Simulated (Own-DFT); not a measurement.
# Strain and stress in beta-Si3N4, 112 atoms (N64Si48)

These are calculations, not measurements. The program, named Own-DFT, is a retired in-house plane-wave density functional code that no person has reviewed. Each row is one single-point run on a periodic cell that was not relaxed, without spin or spin-orbit coupling.

Settings of every run: PBE; PseudoDojo norm-conserving scalar-relativistic files; cutoff 42 hartree; 2 x 2 x 4 k mesh centred on Gamma; Fermi-Dirac smearing of 0.1 eV.

Known limits, some of them of some rows only: some atoms lie very close together; forces on such cells moved up to 12 meV/angstrom on a denser k mesh; stress not checked against mesh or cutoff.

Unstrained cell vectors in Å: (15.212, 0.000, 0.000); (-7.606, 13.174, 0.000); (0.000, 0.000, 5.818). The unstrained cell has measured lattice constants (interpolated for alloys), not those of this functional. That, the random moves and any unrelaxed bonds set the pressure at no strain. Each run strains this cell uniformly, with the atoms carried along. Every atom was also moved at random, by a Gaussian of width 0.05 Å on each axis. Strain is the symmetric tensor, in per cent. Stress is positive in tension, and the pressure is minus a third of its trace.

```
run,e_xx (%),e_yy (%),e_zz (%),e_yz (%),e_xz (%),e_xy (%),s_xx (GPa),s_yy (GPa),s_zz (GPa),s_yz (GPa),s_xz (GPa),s_xy (GPa),P (GPa),E (meV/atom)
1,0.71,-1.76,-1.31,0.23,-1.49,1.05,-5.10,-18.00,-22.05,0.23,-6.59,4.79,15.05,32.3
2,-1.61,0.06,-0.23,1.30,0.59,0.44,-16.16,-11.14,-15.94,7.97,2.16,1.50,14.41,55.6
3,0.15,0.71,-1.65,1.05,-1.94,0.38,-5.50,-5.44,-23.11,6.34,-8.77,0.95,11.35,22.6
4,-1.32,-0.39,1.10,0.05,-1.51,0.73,-12.51,-10.15,-5.41,-1.25,-5.21,3.54,9.35,0.1
5,1.92,0.64,-1.97,-1.64,0.19,1.29,2.00,-3.46,-21.93,-5.31,2.15,3.57,7.80,17.9
6,-0.75,-1.35,1.86,-1.95,-0.65,0.29,-9.68,-14.77,-1.34,-7.78,-1.86,2.40,8.60,2.0
7,1.85,-1.27,0.89,-0.97,-1.51,0.14,0.46,-9.35,-5.60,-4.27,-4.78,0.44,4.83,8.3
8,1.45,0.09,-0.88,1.95,0.51,-0.19,0.42,-6.89,-16.36,6.79,1.62,-0.48,7.61,31.8
9,1.57,-0.88,0.50,1.88,1.22,1.29,0.57,-11.37,-6.72,8.32,4.36,4.99,5.84,17.8
10,1.57,-1.03,-1.44,0.18,0.11,0.72,0.04,-13.56,-21.56,-0.16,-0.38,2.89,11.69,31.7
11,-1.76,1.12,-1.51,-0.14,-1.16,-0.36,-19.73,-4.76,-19.08,-1.25,-3.54,0.84,14.52,19.1
12,0.62,1.80,-0.06,-0.62,1.39,-1.84,-1.45,0.47,-7.45,-1.93,3.38,-6.83,2.81,8.5
13,0.07,0.41,1.96,-0.66,1.42,0.07,-4.42,-2.25,0.66,-2.49,5.91,-0.63,2.01,0.6
14,1.07,-0.66,1.21,-0.39,1.06,0.19,0.19,-11.14,-0.70,-1.05,3.44,2.35,3.89,0.0
15,-0.12,1.10,-1.78,-0.50,0.44,-1.08,-9.11,-2.92,-21.36,-1.88,2.23,-2.47,11.13,22.1
16,0.39,-1.63,-1.04,0.93,1.88,-1.68,-8.67,-20.51,-17.75,3.27,6.64,-8.17,15.64,43.2
17,0.68,-1.67,-1.09,-0.70,1.58,-0.35,-5.66,-17.88,-20.95,-3.42,7.31,-1.54,14.83,30.4
18,-1.01,1.98,1.12,0.03,1.49,1.24,?,?,?,?,?,?,?,?
```

E is the free energy for each atom above the lowest run shown.

## Worked fit

Each stress component was fitted by least squares to a constant and the strains of the runs shown, as fractions, with shears doubled. Shear strains stay in the fit of a normal stress only where such slopes are resolved. The slopes, in GPa:

| stress | at no strain | per e_xx | per e_yy | per e_zz | scatter |
|---|---|---|---|---|---|
| s_xx | -7.1 | 553 ± 29 | 90 ± 31 | 105 ± 26 | 1.30 |
| s_yy | -8.2 | 128 ± 34 | 569 ± 36 | 109 ± 30 | 1.51 |
| s_zz | -11.2 | 88 ± 34 | 135 ± 37 | 669 ± 30 | 1.54 |

Each shear stress against twice its own strain: yz 204 ± 14, xz 199 ± 12, xy 187 ± 20 GPa. These are stiffnesses along x, y and z of the frame in which the cell vectors are given, which need not be the crystal's axes. The atoms are held to the strained lattice; where symmetry lets them move under strain, relaxing them would lower some slopes. The table should be nearly symmetric about its diagonal, and what it lacks of that shows the noise. A ninth of its sum, 272 ± 8 GPa, estimates the bulk modulus near the mean pressure of these runs, 9.5 GPa, so it lies above the value at zero pressure.

## Withheld run

Question: what normal stresses and pressure should run 18 give?

The fit gives s_xx = -9.7, s_yy = 3.0, s_zz = -1.9 and P = 2.9 GPa. The calculation gave -8.77, 2.73, -3.47 and P = 3.17 GPa.
